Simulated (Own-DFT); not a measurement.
# What a defect does to the pressure of its cell: zincblende GaAs

Everything here is calculated. The program is Own-DFT (plane waves, in-house, since retired, never reviewed by a person); positions were held fixed, and spin and spin-orbit coupling were off.

Method: PBE; PseudoDojo norm-conserving scalar-relativistic files; cutoff 42 hartree; 3 x 3 x 3 k mesh centred on Gamma; Fermi-Dirac smearing of 0.1 eV.

Limits (not all hold for every row): not probed for a lower state with spin; forces not confirmed at this smearing and k mesh; stress not checked against mesh or cutoff.

All runs share one cell, with vectors in Å (10.862, 0.000, 0.000); (0.000, 10.862, 0.000); (0.000, 0.000, 11.796) and a volume of 1391.7 Å³, strained against the parent crystal. u is the rms random offset of the atoms per axis. The defect's site can differ from row to row.

```
cell,formula,u (Å),P (GPa)
no defect,As32Ga32,0.0294,6.67
no defect,As32Ga32,0.0492,7.00
no defect,As32Ga32,0.0515,7.01
one As vacancy and one Ga vacancy,As31Ga31,0.0301,5.94
one As vacancy and one Ga vacancy,As31Ga31,0.0303,5.97
one As vacancy and one Ga vacancy,As31Ga31,0.0525,6.32
one Al on a Ga site,AlAs32Ga31,0.0291,6.63
one Al on a Ga site,AlAs32Ga31,0.0299,6.63
one Al on a Ga site,AlAs32Ga31,0.0467,6.95
one P on an As site,As31Ga32P,0.0296,?
one P on an As site,As31Ga32P,0.0299,6.38
one P on an As site,As31Ga32P,0.0488,6.61
one P on an As site,As31Ga32P,0.0536,6.88
one In on a Ga site,As32Ga31In,0.0278,7.36
one In on a Ga site,As32Ga31In,0.0286,7.39
one In on a Ga site,As32Ga31In,0.0289,7.49
```

## Analysis

P = P0 + c u² + a shift for each defect gives P0 = 6.47 GPa, c = 212 ± 19 GPa/Å² and a scatter of 0.05 GPa. The shifts, and each times the cell's volume:

- one In on a Ga site: 0.77 ± 0.05 GPa, 6.7 eV
- one Al on a Ga site: -0.01 ± 0.04 GPa, -0.1 eV (not resolved)
- one P on an As site: -0.28 ± 0.04 GPa, -2.5 eV
- one As vacancy and one Ga vacancy: -0.72 ± 0.04 GPa, -6.2 eV

Against the defect-free cell, a freed cell would be larger where the shift is positive and smaller where it is negative (160.2 GPa Å³ is 1 eV). The atoms around the defects weren't relaxed, which would change these numbers.

## The run left out

Question: what pressure belongs in the blank (one P on an As site, u = 0.0296 Å)?

The fitted form gives 6.38 ± 0.06 GPa. Computed: 6.38 GPa.
